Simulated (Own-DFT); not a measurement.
# Computed records: HfO₂ (monoclinic hafnia, atoms displaced)

Computed with Own-DFT development build. A calculation, not a measurement: plane-wave density functional theory by an unreviewed code, no spin, of a simulated periodic cell, stress positive in tension, run twice, with PBE and with PBEsol, both on files made for PBE, so the change isn't that of files made for PBEsol, hafnium file: forces about 75 meV/angstrom off all-electron values; oxygen file: force components 24 meV/angstrom off all-electron in one glass; forces on such cells passed a denser k mesh, this cell's mesh not checked; the far tail of each file's local potential was reset to the Coulomb form; each entry is a single point on an unrelaxed cell, so the pressure reflects the starting lattice, mostly measured values (interpolated for alloys), from which strain is counted, and rises with the displacements; printed positions are rounded, which can move forces by about a meV/angstrom; the program, named Own-DFT, is a retired in-house code; no spin-orbit coupling; stress was not checked against mesh or cutoff.

```cif
# cell vector a (Å): 10.2340 0.0000 0.0000
# cell vector b (Å): 0.0000 10.3500 0.0000
# cell vector c (Å): -1.6955 0.0000 10.4453
data_HfO2
_symmetry_space_group_name_H-M 'P 1'
_symmetry_Int_Tables_number 1
_cell_length_a 10.2340
_cell_length_b 10.3500
_cell_length_c 10.5820
_cell_angle_alpha 90.000
_cell_angle_beta 99.220
_cell_angle_gamma 90.000
_cell_volume 1106.39
loop_
_atom_site_label
_atom_site_type_symbol
_atom_site_fract_x
_atom_site_fract_y
_atom_site_fract_z
_atom_site_occupancy
Hf1 Hf 0.12370 0.00623 0.10347 1
Hf2 Hf 0.35511 0.25774 0.14257 1
Hf3 Hf 0.35770 0.47456 0.40248 1
Hf4 Hf 0.14219 0.23283 0.36202 1
O1 O 0.03680 0.18426 0.18239 1
O2 O 0.47282 0.41956 0.07462 1
O3 O 0.46746 0.34365 0.32372 1
O4 O 0.02913 0.07839 0.43382 1
O5 O 0.21803 0.37998 0.23994 1
O6 O 0.27077 0.12988 0.02100 1
O7 O 0.26527 0.12076 0.25511 1
O8 O 0.22761 0.37479 0.49331 1
Hf5 Hf 0.14945 0.02275 0.61242 1
Hf6 Hf 0.37046 0.26765 0.64679 1
Hf7 Hf 0.35921 0.48108 0.88493 1
Hf8 Hf 0.13858 0.23158 0.84199 1
O9 O 0.03796 0.17360 0.67283 1
O10 O 0.47022 0.40888 0.57721 1
O11 O 0.47062 0.33598 0.82915 1
O12 O 0.03296 0.07980 0.92984 1
O13 O 0.21761 0.37008 0.72844 1
O14 O 0.26791 0.12114 0.50831 1
O15 O 0.26628 0.11849 0.76333 1
O16 O 0.21578 0.36821 0.99157 1
Hf9 Hf 0.13229 0.50593 0.10004 1
Hf10 Hf 0.37826 0.76867 0.14463 1
Hf11 Hf 0.36676 0.97604 0.38784 1
Hf12 Hf 0.13855 0.72969 0.34867 1
O17 O 0.03796 0.65917 0.16676 1
O18 O 0.46876 0.92324 0.07332 1
O19 O 0.46415 0.81974 0.32847 1
O20 O 0.03821 0.58246 0.42401 1
O21 O 0.22641 0.87944 0.23554 1
O22 O 0.26605 0.63710 0.00992 1
O23 O 0.26380 0.62166 0.25697 1
O24 O 0.22044 0.87054 0.49088 1
Hf13 Hf 0.14067 0.51486 0.60946 1
Hf14 Hf 0.36399 0.77568 0.62773 1
Hf15 Hf 0.36302 0.96860 0.88764 1
Hf16 Hf 0.13901 0.72811 0.86157 1
O25 O 0.04669 0.67623 0.68121 1
O26 O 0.46181 0.91031 0.56599 1
O27 O 0.46378 0.83082 0.83214 1
O28 O 0.04326 0.58273 0.92326 1
O29 O 0.22374 0.87431 0.73675 1
O30 O 0.27654 0.62615 0.51081 1
O31 O 0.27339 0.63047 0.77094 1
O32 O 0.22563 0.87727 0.99828 1
Hf17 Hf 0.65161 0.01933 0.09617 1
Hf18 Hf 0.87773 0.28039 0.15099 1
Hf19 Hf 0.86297 0.49517 0.38481 1
Hf20 Hf 0.65087 0.23572 0.35041 1
O33 O 0.55168 0.16227 0.16922 1
O34 O 0.96850 0.42658 0.09412 1
O35 O 0.95816 0.33590 0.34025 1
O36 O 0.52677 0.08112 0.42167 1
O37 O 0.72742 0.38855 0.23920 1
O38 O 0.78099 0.13079 0.01326 1
O39 O 0.75760 0.12373 0.26109 1
O40 O 0.72427 0.37191 0.49260 1
Hf21 Hf 0.64256 0.01991 0.60829 1
Hf22 Hf 0.87572 0.26120 0.64157 1
Hf23 Hf 0.87267 0.47443 0.90251 1
Hf24 Hf 0.63585 0.20820 0.86042 1
O41 O 0.53738 0.17386 0.67619 1
O42 O 0.95216 0.43064 0.58057 1
O43 O 0.96615 0.33159 0.82680 1
O44 O 0.52791 0.08843 0.91193 1
O45 O 0.71975 0.38355 0.74046 1
O46 O 0.76949 0.12324 0.51325 1
O47 O 0.77831 0.11415 0.76317 1
O48 O 0.72055 0.37655 0.97741 1
Hf25 Hf 0.64534 0.51327 0.11760 1
Hf26 Hf 0.85642 0.76866 0.14669 1
Hf27 Hf 0.86114 0.98108 0.40175 1
Hf28 Hf 0.64814 0.72340 0.35593 1
O49 O 0.52830 0.66969 0.15082 1
O50 O 0.98047 0.92329 0.08596 1
O51 O 0.96018 0.83606 0.32718 1
O52 O 0.52491 0.58525 0.42878 1
O53 O 0.72171 0.87659 0.24096 1
O54 O 0.76651 0.62116 0.01443 1
O55 O 0.76997 0.62987 0.26407 1
O56 O 0.72525 0.87500 0.49591 1
Hf29 Hf 0.63888 0.51957 0.60430 1
Hf30 Hf 0.86568 0.76314 0.64634 1
Hf31 Hf 0.84394 0.98150 0.88751 1
Hf32 Hf 0.62629 0.73064 0.84920 1
O57 O 0.54287 0.66141 0.66439 1
O58 O 0.94624 0.92083 0.56372 1
O59 O 0.95884 0.82847 0.81437 1
O60 O 0.53621 0.57750 0.92133 1
O61 O 0.72341 0.87180 0.73655 1
O62 O 0.76730 0.62340 0.52236 1
O63 O 0.77151 0.62241 0.74959 1
O64 O 0.73459 0.88522 0.99389 1
_calc_functional 'PBE, then PBEsol'
_calc_potential_files 'PseudoDojo norm-conserving, scalar-relativistic, standard set'
_calc_wave_cutoff 72  # hartree
_calc_occupations 'Fermi-Dirac'
_calc_smearing_width 0.1  # eV
_calc_k_mesh '2 x 2 x 2 centred on Gamma'
_calc_PBE_pressure 9.13  # GPa
_calc_PBE_stress_xx -10.79  # GPa
_calc_PBE_stress_yy -9.33  # GPa
_calc_PBE_stress_zz -7.27  # GPa
_calc_PBE_stress_yz 1.09  # GPa
_calc_PBE_stress_xz -0.29  # GPa
_calc_PBE_stress_xy 0.16  # GPa
_calc_PBEsol_pressure 2.65  # GPa
_calc_PBEsol_stress_xx -4.26  # GPa
_calc_PBEsol_stress_yy -2.87  # GPa
_calc_PBEsol_stress_zz -0.81  # GPa
_calc_PBEsol_stress_yz 1.08  # GPa
_calc_PBEsol_stress_xz 0.06  # GPa
_calc_PBEsol_stress_xy 0.13  # GPa
_calc_rms_change_of_force_components_from_PBE_to_PBEsol 0.063  # eV/angstrom
```

Force:
```csv
force element,PBE force x (eV/Å),PBE force y (eV/Å),PBE force z (eV/Å),PBEsol force x (eV/Å),PBEsol force y (eV/Å),PBEsol force z (eV/Å)
Hf,9.203,6.362,1.066,9.092,6.259,1.001
Hf,1.867,1.67,0.784,1.765,1.643,0.771
Hf,1.723,1.198,-2.408,1.699,1.128,-2.322
Hf,-0.789,-1.131,-0.971,-0.754,-1.139,-0.999
O,0.365,-1.491,-0.407,0.334,-1.397,-0.329
O,-1.657,-1.104,0.033,-1.586,-1.036,-0.013
O,0.277,-1.206,-0.155,0.247,-1.185,-0.163
O,1.565,2.21,-0.783,1.526,2.125,-0.698
O,0.255,-1.219,0.992,0.279,-1.209,0.963
O,0.727,-0.396,-2.399,0.668,-0.354,-2.312
O,0.659,0.313,1.849,0.595,0.332,1.801
O,-0.921,-1.11,0.17,-0.841,-1.068,0.161
Hf,-2.507,-1.993,-2.272,-2.4,-1.886,-2.257
Hf,0.235,1.108,-0.086,0.26,1.158,-0.055
Hf,1.705,0.274,3.255,1.705,0.247,3.209
Hf,-0.729,-0.78,5.138,-0.709,-0.783,4.98
O,1.489,-1.928,-0.966,1.463,-1.855,-0.883
O,-1.379,-0.489,0.049,-1.377,-0.476,0.01
O,-1.302,-0.578,-0.778,-1.293,-0.578,-0.814
O,-0.609,0.794,-2.229,-0.591,0.739,-2.123
O,0.673,0.522,1.087,0.693,0.503,1.052
O,1.117,1.097,0.723,1.002,1.063,0.713
O,1.879,-0.486,-0.384,1.755,-0.482,-0.403
O,0.985,0.03,-1.235,0.996,0.043,-1.196
Hf,5.426,4.044,1.663,5.316,4.002,1.624
Hf,-4.367,1.252,-0.529,-4.263,1.27,-0.496
Hf,-1.018,0.019,-0.991,-0.983,-0.032,-0.919
Hf,0.318,0.089,-0.607,0.336,0.029,-0.627
O,-2.723,1.889,0.53,-2.652,1.848,0.575
O,0.519,-0.164,-0.465,0.501,-0.17,-0.529
O,0.573,0.526,0.194,0.548,0.515,0.125
O,-0.166,0.269,-0.165,-0.172,0.236,-0.13
O,0.045,-0.69,1.45,0.083,-0.669,1.415
O,1.337,-0.932,0.425,1.245,-0.891,0.388
O,1.207,-0.726,0.755,1.089,-0.696,0.749
O,0.192,0.007,-0.373,0.268,0.003,-0.345
Hf,-1.709,2.314,-0.767,-1.662,2.284,-0.783
Hf,-1.487,-2.771,1.862,-1.485,-2.654,1.814
Hf,-2.633,1.717,3.143,-2.575,1.623,3.105
Hf,0.018,1.548,0.2,0.043,1.426,0.154
O,-0.177,-1.57,-1.978,-0.182,-1.519,-1.857
O,1.505,1.419,1.017,1.439,1.38,0.936
O,0.401,-0.405,-1.588,0.389,-0.397,-1.585
O,-2.191,-1.506,-0.465,-2.129,-1.493,-0.397
O,0.803,0.695,-0.026,0.861,0.693,-0.033
O,-0.222,0.362,0.573,-0.261,0.355,0.555
O,1.215,-1.727,-1.41,1.107,-1.704,-1.347
O,0.604,-0.428,-2.032,0.643,-0.408,-1.981
Hf,-3.278,0.809,3.572,-3.193,0.834,3.498
Hf,-2.872,-1.909,0.164,-2.766,-1.816,0.224
Hf,0.21,-2.433,4.286,0.209,-2.44,4.229
Hf,-3.75,0.339,1.102,-3.635,0.294,1.037
O,-3.063,1.53,-0.777,-2.962,1.493,-0.713
O,-2.972,-0.835,-1.489,-2.892,-0.828,-1.514
O,0.597,-0.479,-0.367,0.578,-0.445,-0.454
O,1.437,1.146,0.209,1.397,1.063,0.256
O,1.008,-1.536,1.455,1.034,-1.486,1.427
O,0.307,0.078,-0.455,0.209,0.022,-0.484
O,4.071,-1.096,-0.076,3.883,-1.056,-0.075
O,0.733,-0.588,-1.533,0.767,-0.571,-1.514
Hf,-0.812,-0.447,-2.108,-0.741,-0.411,-2.1
Hf,-4.567,4.213,-0.502,-4.454,4.181,-0.458
Hf,-3.289,1.099,-2.983,-3.229,1.017,-2.896
Hf,2.521,8.165,-1.563,2.46,7.962,-1.566
O,0.952,-2.376,-0.673,0.924,-2.3,-0.585
O,1.481,-0.464,0.359,1.467,-0.473,0.296
O,0.042,-0.218,0.133,0.049,-0.225,0.072
O,-1.946,-3.49,1.458,-1.873,-3.425,1.456
O,1.361,-1.212,0.111,1.375,-1.151,0.095
O,0.287,0.992,0.298,0.231,0.946,0.304
O,-0.572,0.977,-1.255,-0.64,0.92,-1.208
O,0.956,-0.941,1.939,0.992,-0.888,1.897
Hf,-3.095,0.749,-5.521,-3.02,0.763,-5.456
Hf,2.185,0.207,-0.126,2.109,0.233,-0.064
Hf,-0.661,-0.035,-2.084,-0.627,-0.095,-1.966
Hf,-4.271,2.362,2.378,-4.169,2.292,2.321
O,3.61,-1.731,1.784,3.522,-1.69,1.788
O,-10.38,-6.423,-0.932,-10.18,-6.291,-0.944
O,0.527,-1.212,-0.917,0.497,-1.199,-0.951
O,1.305,0.847,-1.342,1.292,0.802,-1.248
O,-0.012,-0.028,-0.657,0.06,-0.049,-0.655
O,1.396,1.846,0.352,1.3,1.783,0.384
O,1.397,-0.482,-0.975,1.312,-0.472,-0.949
O,-1.433,-1.435,-1.194,-1.331,-1.386,-1.152
Hf,0.892,-2.702,1.046,0.903,-2.584,1.015
Hf,0.125,0.365,-0.135,0.103,0.405,-0.074
Hf,5.865,-1.269,0.669,5.703,-1.25,0.666
Hf,1.884,-3.597,0.232,1.819,-3.579,0.163
O,-3.073,2.943,1.46,-2.971,2.888,1.471
O,2.623,-0.652,3.921,2.52,-0.626,3.76
O,-0.308,1.714,2.587,-0.317,1.63,2.453
O,-0.415,1.058,-1.314,-0.413,1.033,-1.254
O,-1.231,1.183,0.575,-1.14,1.17,0.566
O,1.958,1.075,-3.574,1.85,1.041,-3.492
O,0.665,-0.159,2.679,0.581,-0.137,2.561
O,-0.697,-2.848,-0.706,-0.628,-2.731,-0.674
```
